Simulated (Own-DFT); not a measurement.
Simulation results for InGa3As4 (zincblende random alloy, strained, atoms displaced)

All values are calculated (Own-DFT development build). A calculation, not a measurement: plane-wave PBE density functional theory by an unreviewed code, no spin, of a simulated periodic cell, stress positive in tension, free energy of the whole cell less one offset for each atom, forces on such cells passed a denser k mesh, this cell's mesh not checked; offsets are fitted by least squares, one for each functional and potential file, so energies compare only between cells with the same atoms and settings and are not formation energies; the far tail of each file's local potential was reset to the Coulomb form; each entry is a single point on an unrelaxed cell, so the pressure reflects the starting lattice, mostly measured values, from which strain is counted, and rises with the displacements; printed positions are rounded, which can move forces by about a meV/angstrom; the program is a retired in-house code; no spin-orbit coupling.

Settings shared by all entries: functional PBE; potential files PseudoDojo norm-conserving, scalar-relativistic, standard set; wave cutoff 42 hartree; occupations Fermi-Dirac; smearing width 0.1 eV; k mesh 3 x 3 x 3 centred on Gamma.

```json
{"entry": 1, "formula": "InGa3As4", "kind": "zincblende random alloy, strained, atoms displaced", "structure": {"cell_angstrom": [[11.7374, 0.0, 0.0], [0.0, 11.7374, 0.0], [0.0, 0.0, 11.3036]], "atoms_fractional": [["Ga", 0.99583, 0.00111, 0.00396], ["Ga", 0.99709, 0.25606, 0.24713], ["In", 0.24752, 0.00393, 0.25004], ["In", 0.25054, 0.25378, 0.00364], ["As", 0.12302, 0.11882, 0.12826], ["As", 0.12242, 0.37569, 0.37836], ["As", 0.37237, 0.12263, 0.37359], ["As", 0.37397, 0.37962, 0.12783], ["Ga", 0.0021, 0.99887, 0.50083], ["Ga", 0.00287, 0.24885, 0.7589], ["Ga", 0.25414, 0.00614, 0.74198], ["Ga", 0.24528, 0.24789, 0.49577], ["As", 0.12959, 0.11725, 0.61872], ["As", 0.12217, 0.37657, 0.87635], ["As", 0.37869, 0.12664, 0.87139], ["As", 0.3767, 0.3769, 0.62564], ["Ga", 0.99315, 0.50826, 0.00052], ["Ga", 0.00427, 0.7534, 0.2461], ["Ga", 0.254, 0.49623, 0.25256], ["Ga", 0.2466, 0.75264, 0.99854], ["As", 0.13149, 0.63466, 0.1276], ["As", 0.11822, 0.87363, 0.3686], ["As", 0.37347, 0.62175, 0.3788], ["As", 0.37605, 0.86968, 0.11848], ["Ga", 0.00473, 0.50371, 0.49465], ["Ga", 0.99422, 0.74189, 0.75072], ["Ga", 0.25049, 0.48926, 0.76074], ["Ga", 0.24373, 0.7482, 0.50087], ["As", 0.12463, 0.62605, 0.62111], ["As", 0.12563, 0.87735, 0.88288], ["As", 0.37396, 0.62301, 0.87462], ["As", 0.36643, 0.87466, 0.62684], ["Ga", 0.49113, 0.99427, 0.99629], ["In", 0.50711, 0.25285, 0.25137], ["Ga", 0.74928, 0.99829, 0.25177], ["Ga", 0.75584, 0.25047, 0.01313], ["As", 0.6217, 0.11963, 0.1247], ["As", 0.62577, 0.37665, 0.36745], ["As", 0.87702, 0.11861, 0.37488], ["As", 0.87677, 0.36646, 0.12553], ["In", 0.49992, 0.98841, 0.49698], ["In", 0.49841, 0.24435, 0.7546], ["In", 0.74942, 0.99097, 0.74879], ["Ga", 0.74966, 0.25424, 0.50106], ["As", 0.62138, 0.12443, 0.62971], ["As", 0.63001, 0.37818, 0.87369], ["As", 0.87298, 0.12214, 0.87329], ["As", 0.86989, 0.37176, 0.62318], ["In", 0.50589, 0.49917, 0.99663], ["In", 0.5059, 0.75623, 0.24628], ["Ga", 0.7493, 0.49599, 0.24949], ["Ga", 0.75862, 0.75069, 0.0004], ["As", 0.62103, 0.6266, 0.12698], ["As", 0.63126, 0.88246, 0.36158], ["As", 0.87628, 0.61957, 0.3762], ["As", 0.87789, 0.88317, 0.12748], ["Ga", 0.50436, 0.50549, 0.5], ["Ga", 0.4993, 0.74929, 0.7481], ["Ga", 0.74609, 0.49891, 0.74886], ["Ga", 0.756, 0.75172, 0.50099], ["As", 0.62423, 0.6249, 0.62376], ["As", 0.6282, 0.87599, 0.87427], ["As", 0.87426, 0.62608, 0.87786], ["As", 0.87271, 0.87568, 0.62557]]}, "results": {"free_energy_of_cell_above_offsets [eV]": "-22.832", "pressure [GPa]": 3.22, "stress_xx [GPa]": -2.75, "stress_yy [GPa]": -2.62, "stress_zz [GPa]": -4.29, "stress_yz [GPa]": -0.23, "stress_xz [GPa]": 0.04, "stress_xy [GPa]": -0.31, "force_element": ["Ga", "Ga", "In", "In", "As", "As", "As", "As", "Ga", "Ga", "Ga", "Ga", "As", "As", "As", "As", "Ga", "Ga", "Ga", "Ga", "As", "As", "As", "As", "Ga", "Ga", "Ga", "Ga", "As", "As", "As", "As", "Ga", "In", "Ga", "Ga", "As", "As", "As", "As", "In", "In", "In", "Ga", "As", "As", "As", "As", "In", "In", "Ga", "Ga", "As", "As", "As", "As", "Ga", "Ga", "Ga", "Ga", "As", "As", "As", "As"], "force_x [eV/angstrom]": [0.357, 0.686, 0.627, -0.291, -1.788, 0.175, 0.23, 0.025, -0.25, -0.351, -0.339, 0.603, -0.634, -0.986, -1.491, -0.708, 0.831, -0.866, -0.522, 0.509, -0.432, 0.125, -0.173, -0.8, -0.502, 0.774, 0.18, 0.119, -0.055, -0.363, -0.781, 0.012, 0.66, -1.364, 0.751, -0.881, 0.822, 1.124, -0.232, 0.053, -0.02, 0.845, -0.143, -0.339, 1.074, 1.339, 0.709, 1.024, -0.599, -1.057, 0.269, -0.711, 2.613, 1.073, -0.08, -0.394, -0.339, -0.195, 0.494, -0.415, 0.351, -1.537, -0.538, 1.721], "force_y [eV/angstrom]": [0.286, -1.134, -1.312, -0.77, 1.45, -0.147, 1.207, 0.377, -0.395, -0.309, -0.433, 0.156, 0.998, 0.599, -2.027, 0.246, -0.429, -0.439, 0.446, -0.233, -1.198, -0.462, 0.288, 0.654, -0.297, 0.777, 0.914, 0.267, -0.604, 0.189, 0.869, -1.207, 0.216, -0.88, 1.035, -0.823, -0.636, 1.172, 0.882, 1.735, 0.855, 1.677, 1.495, -0.828, 0.079, -1.103, 0.855, 0.583, 0.196, -0.658, 0.521, 0.315, -0.417, -1.057, 0.603, -0.894, -0.587, 0.081, 0.141, -0.195, 0.506, -1.588, -0.352, -1.257], "force_z [eV/angstrom]": [-0.516, 0.754, -0.091, 0.003, -0.871, -0.657, 0.945, 0.459, -0.235, -0.898, 1.034, 0.274, 0.497, 0.008, 1.262, -0.762, 0.522, 0.109, 0.171, -0.378, -0.023, 1.395, 0.155, -0.634, 0.735, -0.153, -1.06, -0.41, 0.949, -1.107, -0.531, 0.278, -0.142, -0.458, -0.767, -1.318, -0.915, 2.117, 0.092, 0.061, 0.365, -0.732, -0.159, -0.326, -1.619, 0.187, 1.054, 0.396, 0.231, 0.758, -0.298, 0.519, -0.444, 1.612, -0.662, 0.02, -0.145, 0.185, -0.169, -0.481, 0.05, 1.353, -0.553, -1.037]}}
{"entry": 2, "formula": "InGa3As4", "kind": "zincblende random alloy, strained, atoms displaced", "structure": {"cell_angstrom": [[11.7374, 0.0, 0.0], [0.0, 11.7374, 0.0], [0.0, 0.0, 11.3036]], "atoms_fractional": [["In", 0.9956, 0.00414, 0.9962], ["Ga", 0.99342, 0.25454, 0.25274], ["In", 0.24576, 0.99594, 0.25106], ["Ga", 0.24758, 0.26142, 0.00177], ["As", 0.12441, 0.12611, 0.12447], ["As", 0.12116, 0.374, 0.377], ["As", 0.37479, 0.12531, 0.3782], ["As", 0.37409, 0.37843, 0.12663], ["Ga", 0.99945, 0.99807, 0.50526], ["Ga", 0.99609, 0.24904, 0.74553], ["In", 0.24476, 0.00247, 0.75133], ["Ga", 0.24862, 0.25331, 0.50426], ["As", 0.11405, 0.12726, 0.62613], ["As", 0.1276, 0.37081, 0.87605], ["As", 0.3686, 0.11908, 0.87963], ["As", 0.37526, 0.37572, 0.62477], ["Ga", 0.99233, 0.49717, 0.99884], ["In", 0.99815, 0.74856, 0.24972], ["Ga", 0.24585, 0.5075, 0.24578], ["Ga", 0.24654, 0.75215, 0.99463], ["As", 0.12594, 0.62866, 0.12437], ["As", 0.11916, 0.87231, 0.37937], ["As", 0.37348, 0.62536, 0.3725], ["As", 0.38149, 0.87647, 0.127], ["In", 0.99548, 0.49616, 0.5016], ["Ga", 0.00049, 0.75364, 0.75652], ["Ga", 0.24617, 0.50374, 0.74836], ["In", 0.24487, 0.74427, 0.49524], ["As", 0.13312, 0.62969, 0.62618], ["As", 0.11729, 0.8693, 0.87645], ["As", 0.37455, 0.62274, 0.87354], ["As", 0.37288, 0.87492, 0.62559], ["Ga", 0.50134, 0.00724, 0.00047], ["In", 0.5012, 0.25014, 0.24812], ["Ga", 0.75176, 0.99641, 0.25169], ["Ga", 0.74527, 0.24804, 0.0014], ["As", 0.63011, 0.11669, 0.13083], ["As", 0.62676, 0.37686, 0.37047], ["As", 0.88246, 0.11852, 0.38303], ["As", 0.87048, 0.37996, 0.12439], ["Ga", 0.49817, 0.00145, 0.50012], ["Ga", 0.49763, 0.25437, 0.74914], ["Ga", 0.75889, 0.99755, 0.75089], ["Ga", 0.75322, 0.24131, 0.49243], ["As", 0.6203, 0.1237, 0.62957], ["As", 0.62494, 0.37973, 0.87391], ["As", 0.87611, 0.12161, 0.87184], ["As", 0.87547, 0.37864, 0.62363], ["Ga", 0.50179, 0.49711, 0.9899], ["In", 0.50083, 0.74389, 0.24171], ["Ga", 0.75081, 0.5107, 0.25414], ["Ga", 0.75446, 0.74691, 0.00238], ["As", 0.62551, 0.62877, 0.12078], ["As", 0.62242, 0.87397, 0.37348], ["As", 0.87523, 0.61872, 0.37008], ["As", 0.87557, 0.87686, 0.13014], ["Ga", 0.5063, 0.49537, 0.49864], ["Ga", 0.49621, 0.74478, 0.7519], ["Ga", 0.75046, 0.49576, 0.75119], ["Ga", 0.74318, 0.74872, 0.50196], ["As", 0.62515, 0.62271, 0.62954], ["As", 0.62677, 0.87229, 0.87989], ["As", 0.87768, 0.62092, 0.87026], ["As", 0.8698, 0.87643, 0.62486]]}, "results": {"free_energy_of_cell_above_offsets [eV]": "-23.473", "pressure [GPa]": 3.05, "stress_xx [GPa]": -2.5, "stress_yy [GPa]": -2.44, "stress_zz [GPa]": -4.19, "stress_yz [GPa]": 0.33, "stress_xz [GPa]": -0.06, "stress_xy [GPa]": 0.42, "force_element": ["In", "Ga", "In", "Ga", "As", "As", "As", "As", "Ga", "Ga", "In", "Ga", "As", "As", "As", "As", "Ga", "In", "Ga", "Ga", "As", "As", "As", "As", "In", "Ga", "Ga", "In", "As", "As", "As", "As", "Ga", "In", "Ga", "Ga", "As", "As", "As", "As", "Ga", "Ga", "Ga", "Ga", "As", "As", "As", "As", "Ga", "In", "Ga", "Ga", "As", "As", "As", "As", "Ga", "Ga", "Ga", "Ga", "As", "As", "As", "As"], "force_x [eV/angstrom]": [0.598, 0.338, 0.28, 0.446, -0.174, 1.24, -0.381, -0.497, 0.125, -0.13, -0.356, -0.076, 0.36, -0.855, 1.178, -0.191, 0.919, 0.012, 0.177, 0.664, 0.324, -0.677, 0.52, -0.9, 1.176, -0.377, 0.358, 1.246, -2.036, 0.696, -0.322, 1.162, 0.119, -0.184, 0.232, 0.272, 0.316, 1.175, -0.565, -0.301, 0.063, -0.136, -1.321, -0.552, 0.655, 0.143, -1.382, -1.648, -0.379, -0.206, -0.777, 0.081, 1.21, 0.531, -1.245, -1.389, -0.437, 0.281, 0.131, 0.31, -0.12, -0.027, -0.319, 0.626], "force_y [eV/angstrom]": [-0.547, -0.396, 0.235, -1.057, 1.714, -0.517, 0.045, 0.892, -0.42, 0.473, -0.613, -0.354, 0.482, 0.701, 1.981, 0.328, 0.087, 0.022, -0.612, -0.071, -0.93, 1.088, -1.847, 0.339, 1.187, -0.606, -0.512, 1.13, -0.997, -0.375, 0.057, -0.235, -0.72, -0.275, -0.111, -0.041, 0.162, 0.477, 0.267, -0.429, -0.226, -0.533, 0.106, 0.493, 0.05, -0.995, 1.885, -1.863, 0.463, 0.437, -0.815, 0.328, -1.852, 0.613, 1.032, -0.006, 0.346, 0.677, 0.315, -0.081, -0.1, 0.143, 0.307, -0.723], "force_z [eV/angstrom]": [0.945, -0.268, 0.115, 0.361, 0.088, -1.063, 1.022, -0.878, 0.124, 0.52, -0.373, -0.256, -0.775, -0.623, 0.794, 0.059, -0.04, 0.1, 0.443, 0.481, -1.269, 0.511, 0.009, -1.922, 0.096, -1.024, 0.246, -0.024, 1.701, 0.113, 0.166, -0.223, -0.048, 0.009, 0.642, -0.082, -0.923, 0.769, -1.104, 0.313, 0.249, 0.338, 0.156, 0.771, -0.228, -0.108, -0.888, 1.213, 0.948, 0.98, -0.866, -0.233, -1.149, 0.721, 1.029, -0.668, 0.05, -0.068, -0.265, -0.312, -0.177, -0.379, 0.286, -0.129]}}
{"entry": 3, "formula": "InGa3As4", "kind": "zincblende random alloy, strained, atoms displaced", "structure": {"cell_angstrom": [[11.7374, 0.0, 0.0], [0.0, 11.7374, 0.0], [0.0, 0.0, 11.3036]], "atoms_fractional": [["In", 0.99819, 0.99958, 0.99839], ["Ga", 0.99695, 0.24813, 0.25863], ["Ga", 0.24419, 0.99534, 0.24175], ["In", 0.24576, 0.2477, 0.99824], ["As", 0.12531, 0.1241, 0.12688], ["As", 0.12564, 0.37591, 0.37833], ["As", 0.37702, 0.12675, 0.37546], ["As", 0.37701, 0.37772, 0.12508], ["Ga", 0.00022, 0.00406, 0.50221], ["Ga", 0.9994, 0.25593, 0.74147], ["Ga", 0.25478, 0.99076, 0.74143], ["Ga", 0.24636, 0.25565, 0.49676], ["As", 0.1289, 0.12302, 0.62738], ["As", 0.12631, 0.37247, 0.88059], ["As", 0.3779, 0.12686, 0.86478], ["As", 0.38143, 0.37935, 0.63389], ["Ga", 0.00051, 0.49636, 0.00372], ["Ga", 0.99968, 0.75219, 0.25747], ["In", 0.25355, 0.50273, 0.25817], ["Ga", 0.24908, 0.75006, 0.00067], ["As", 0.1265, 0.62145, 0.13062], ["As", 0.12648, 0.87871, 0.38042], ["As", 0.37652, 0.63099, 0.37958], ["As", 0.37815, 0.87479, 0.12459], ["In", 0.99964, 0.49479, 0.50343], ["Ga", 0.99028, 0.74784, 0.7484], ["Ga", 0.24844, 0.50281, 0.752], ["Ga", 0.25198, 0.75036, 0.50177], ["As", 0.11925, 0.63843, 0.63059], ["As", 0.12225, 0.87215, 0.88666], ["As", 0.38032, 0.6285, 0.87337], ["As", 0.38135, 0.87579, 0.62886], ["In", 0.49604, 0.00354, 0.00464], ["Ga", 0.50195, 0.25175, 0.24713], ["Ga", 0.75541, 0.00575, 0.25479], ["Ga", 0.74896, 0.24762, 0.99988], ["As", 0.62544, 0.1191, 0.12554], ["As", 0.62592, 0.37277, 0.37433], ["As", 0.87851, 0.12814, 0.37645], ["As", 0.86926, 0.3702, 0.1261], ["Ga", 0.49646, 0.0032, 0.50075], ["In", 0.50376, 0.25035, 0.75426], ["In", 0.74652, 0.99859, 0.75272], ["Ga", 0.74842, 0.25045, 0.4933], ["As", 0.62366, 0.12746, 0.6259], ["As", 0.63281, 0.37682, 0.87209], ["As", 0.87849, 0.12056, 0.87279], ["As", 0.87353, 0.37288, 0.62452], ["Ga", 0.50041, 0.49509, 0.99258], ["Ga", 0.49487, 0.74484, 0.25164], ["Ga", 0.75222, 0.4939, 0.24429], ["Ga", 0.74264, 0.75675, 0.00063], ["As", 0.62612, 0.61079, 0.12546], ["As", 0.62776, 0.86931, 0.37915], ["As", 0.86983, 0.62265, 0.37753], ["As", 0.86805, 0.86905, 0.12466], ["In", 0.49851, 0.49776, 0.50253], ["Ga", 0.50371, 0.74844, 0.74884], ["Ga", 0.74744, 0.49565, 0.7576], ["Ga", 0.74802, 0.75019, 0.50199], ["As", 0.62311, 0.62584, 0.62093], ["As", 0.63563, 0.8812, 0.86856], ["As", 0.87481, 0.63, 0.87078], ["As", 0.87304, 0.87999, 0.62221]]}, "results": {"free_energy_of_cell_above_offsets [eV]": "-22.723", "pressure [GPa]": 3.19, "stress_xx [GPa]": -2.68, "stress_yy [GPa]": -2.67, "stress_zz [GPa]": -4.22, "stress_yz [GPa]": 0.84, "stress_xz [GPa]": 0.35, "stress_xy [GPa]": -0.11, "force_element": ["In", "Ga", "Ga", "In", "As", "As", "As", "As", "Ga", "Ga", "Ga", "Ga", "As", "As", "As", "As", "Ga", "Ga", "In", "Ga", "As", "As", "As", "As", "In", "Ga", "Ga", "Ga", "As", "As", "As", "As", "In", "Ga", "Ga", "Ga", "As", "As", "As", "As", "Ga", "In", "In", "Ga", "As", "As", "As", "As", "Ga", "Ga", "Ga", "Ga", "As", "As", "As", "As", "In", "Ga", "Ga", "Ga", "As", "As", "As", "As"], "force_x [eV/angstrom]": [-0.323, 0.567, 0.601, 1.334, -0.627, -0.122, -0.562, 0.997, 0.174, 0.282, -0.664, 0.8, -0.107, -1.409, -1.645, -2.58, -0.248, -0.182, 0.176, 0.241, -1.003, -0.086, -0.126, -1.24, 0.119, 0.384, -0.087, -0.117, 1.14, 1.168, -0.435, -0.049, 0.282, 0.008, -0.356, 0.165, 1.109, 0.517, -0.319, 0.905, 0.548, 0.491, 1.441, -0.016, 0.397, -0.064, -0.309, -1.383, 0.078, 0.954, -0.095, 0.069, -0.511, -0.548, -0.292, 0.117, 0.26, 0.397, 0.758, 0.364, 1.226, -2.868, -0.515, 0.824], "force_y [eV/angstrom]": [-0.083, 0.403, 0.223, -0.456, 0.076, -1.435, -0.002, -0.368, -0.112, -0.669, 0.369, -0.554, 0.32, 1.485, -1.413, -0.319, 0.38, -0.258, -0.224, -0.36, 1.077, -0.153, 0.872, -1.291, 1.274, 1.141, 0.271, 0.429, -0.706, -0.976, -0.192, -0.541, -0.362, -0.28, -0.846, -0.443, 1.543, -0.282, -0.372, -0.164, -0.171, 0.48, 1.725, -0.208, -0.234, -0.047, 2.467, -0.625, 0.245, 0.283, 0.282, -1.026, 1.173, 0.817, 0.497, 0.113, 0.131, 0.273, 1.127, -0.138, 0.465, -2.851, -0.804, -0.974], "force_z [eV/angstrom]": [1.171, -0.8, 0.753, 0.424, 1.406, -0.484, -0.455, -0.277, 0.098, 0.8, 1.073, 0.688, -0.225, -1.688, 0.487, -0.301, -0.154, -0.219, -0.356, 0.273, -0.882, -0.271, 0.29, 0.904, 0.198, 0.219, 0.047, 0.367, -0.076, -2.21, 0.229, -0.691, -1.398, 0.069, -0.173, -0.136, 1.05, -0.859, 0.403, -0.144, -0.128, -0.386, -1.703, 0.614, -1.816, 1.471, -0.373, 0.722, 0.322, -0.337, 0.798, -0.032, -0.395, -0.48, -0.733, 1.048, -0.6, 0.195, -1.052, 0.055, 1.302, 2.035, 0.996, -0.67]}}
{"entry": 4, "formula": "InGa3As4", "kind": "zincblende random alloy, strained, atoms displaced", "structure": {"cell_angstrom": [[11.7374, 0.0, 0.0], [0.0, 11.7374, 0.0], [0.0, 0.0, 11.3036]], "atoms_fractional": [["Ga", 0.00292, 0.99823, 0.9985], ["Ga", 0.99988, 0.25017, 0.25537], ["Ga", 0.24701, 0.99682, 0.24651], ["Ga", 0.24356, 0.25144, 0.01044], ["As", 0.12854, 0.12492, 0.12205], ["As", 0.12192, 0.37346, 0.37375], ["As", 0.37961, 0.12865, 0.37459], ["As", 0.3758, 0.37162, 0.1278], ["In", 0.99698, 0.99583, 0.50223], ["Ga", 0.99623, 0.24669, 0.74595], ["Ga", 0.24908, 0.99865, 0.74785], ["Ga", 0.25208, 0.25892, 0.5059], ["As", 0.12517, 0.12624, 0.62975], ["As", 0.12074, 0.37805, 0.87261], ["As", 0.38404, 0.12773, 0.87443], ["As", 0.37502, 0.38145, 0.62129], ["Ga", 0.99907, 0.49793, 0.00749], ["In", 0.00247, 0.75009, 0.25421], ["Ga", 0.23891, 0.50707, 0.24906], ["Ga", 0.25413, 0.74442, 0.0038], ["As", 0.13093, 0.62646, 0.12505], ["As", 0.11902, 0.87097, 0.37459], ["As", 0.38071, 0.62432, 0.37178], ["As", 0.37524, 0.87059, 0.11612], ["In", 0.00014, 0.49862, 0.50127], ["Ga", 0.99815, 0.74049, 0.75159], ["Ga", 0.25136, 0.50188, 0.75429], ["Ga", 0.25364, 0.75224, 0.50281], ["As", 0.12882, 0.62705, 0.62926], ["As", 0.13044, 0.87894, 0.87892], ["As", 0.3766, 0.62035, 0.87462], ["As", 0.37071, 0.88159, 0.62948], ["Ga", 0.49219, 0.00104, 0.00289], ["In", 0.49293, 0.24781, 0.24311], ["Ga", 0.75183, 0.00254, 0.25048], ["In", 0.75184, 0.25088, 0.00628], ["As", 0.624, 0.12337, 0.11902], ["As", 0.62064, 0.37571, 0.381], ["As", 0.87508, 0.12486, 0.38076], ["As", 0.87037, 0.37547, 0.12856], ["Ga", 0.49913, 0.99465, 0.5026], ["Ga", 0.49233, 0.24095, 0.75072], ["Ga", 0.74422, 0.00303, 0.74452], ["In", 0.75331, 0.25029, 0.50277], ["As", 0.61406, 0.12602, 0.62369], ["As", 0.62327, 0.37704, 0.86778], ["As", 0.87081, 0.128, 0.87837], ["As", 0.87123, 0.38102, 0.62078], ["Ga", 0.4971, 0.49974, 0.99758], ["Ga", 0.49548, 0.75223, 0.24861], ["Ga", 0.75784, 0.49411, 0.24177], ["Ga", 0.74974, 0.74796, 0.00276], ["As", 0.62653, 0.6244, 0.12373], ["As", 0.62213, 0.87335, 0.37347], ["As", 0.88094, 0.62438, 0.37664], ["As", 0.87287, 0.88264, 0.12312], ["Ga", 0.50102, 0.50733, 0.49589], ["In", 0.49708, 0.75063, 0.74697], ["Ga", 0.7519, 0.49212, 0.74842], ["In", 0.75113, 0.74793, 0.49333], ["As", 0.61915, 0.62447, 0.62503], ["As", 0.62133, 0.87256, 0.8697], ["As", 0.86205, 0.6321, 0.8764], ["As", 0.87384, 0.87984, 0.62717]]}, "results": {"free_energy_of_cell_above_offsets [eV]": "-22.607", "pressure [GPa]": 3.24, "stress_xx [GPa]": -2.63, "stress_yy [GPa]": -2.78, "stress_zz [GPa]": -4.3, "stress_yz [GPa]": 0.0, "stress_xz [GPa]": 0.57, "stress_xy [GPa]": -0.13, "force_element": ["Ga", "Ga", "Ga", "Ga", "As", "As", "As", "As", "In", "Ga", "Ga", "Ga", "As", "As", "As", "As", "Ga", "In", "Ga", "Ga", "As", "As", "As", "As", "In", "Ga", "Ga", "Ga", "As", "As", "As", "As", "Ga", "In", "Ga", "In", "As", "As", "As", "As", "Ga", "Ga", "Ga", "In", "As", "As", "As", "As", "Ga", "Ga", "Ga", "Ga", "As", "As", "As", "As", "Ga", "In", "Ga", "In", "As", "As", "As", "As"], "force_x [eV/angstrom]": [-0.248, -0.096, 0.437, 0.724, -0.964, 1.098, -1.752, -1.834, 0.918, -0.172, 0.032, -0.165, 0.668, 0.018, -2.011, 0.228, -0.138, -0.876, 1.224, -0.099, -0.51, 2.758, -1.101, -0.227, 0.832, 0.023, -0.135, -0.047, 0.507, -0.314, -0.845, -0.454, 1.0, 1.824, -0.518, -0.913, -0.231, 0.272, 0.11, 2.193, -0.19, 0.705, -0.095, -1.211, 0.244, -0.674, 1.16, 0.54, 0.389, 0.529, -1.336, -0.68, -0.222, -0.575, -1.251, -0.168, 0.152, -0.337, -0.616, -0.24, 1.003, 1.073, 1.179, -0.596], "force_y [eV/angstrom]": [0.458, -0.348, 0.048, 0.487, -0.294, -0.479, -1.652, 2.208, 0.606, 0.421, 0.781, -0.724, 0.614, -0.401, -0.565, -0.034, 0.428, -0.205, -0.936, 0.124, -0.347, 0.889, 0.296, 0.337, 0.457, 1.0, -0.304, -0.017, 0.317, -0.95, -0.132, 0.061, -0.281, -0.083, 0.127, 0.435, -1.588, 1.005, -0.054, 0.157, 0.377, 1.513, 0.02, -0.133, -0.655, -0.148, -1.241, -0.649, -0.317, -0.079, 1.031, 1.011, -0.155, 0.969, -1.05, -0.266, -0.479, -0.137, 0.955, 0.096, -1.351, 1.219, -1.241, -1.15], "force_z [eV/angstrom]": [-0.156, -0.46, 0.451, -1.249, 0.668, -0.457, 1.352, -1.374, 0.06, 0.462, 0.741, -0.446, -0.112, 0.316, 0.805, 0.581, -0.693, -1.518, 0.448, -0.916, -0.884, 0.671, 0.042, 0.975, 0.197, 0.273, -0.179, -0.295, 0.22, -0.248, 0.741, -1.2, -0.709, 0.722, -0.003, -1.038, 0.771, -1.028, -1.941, 0.485, -0.458, -0.626, 0.539, -0.016, 0.338, 0.041, -1.284, 2.002, 0.179, -0.292, 1.501, 0.03, 0.287, -0.8, -1.235, -0.296, 0.277, 0.134, 0.164, 0.881, -0.325, 1.497, -0.181, 1.569]}}
```
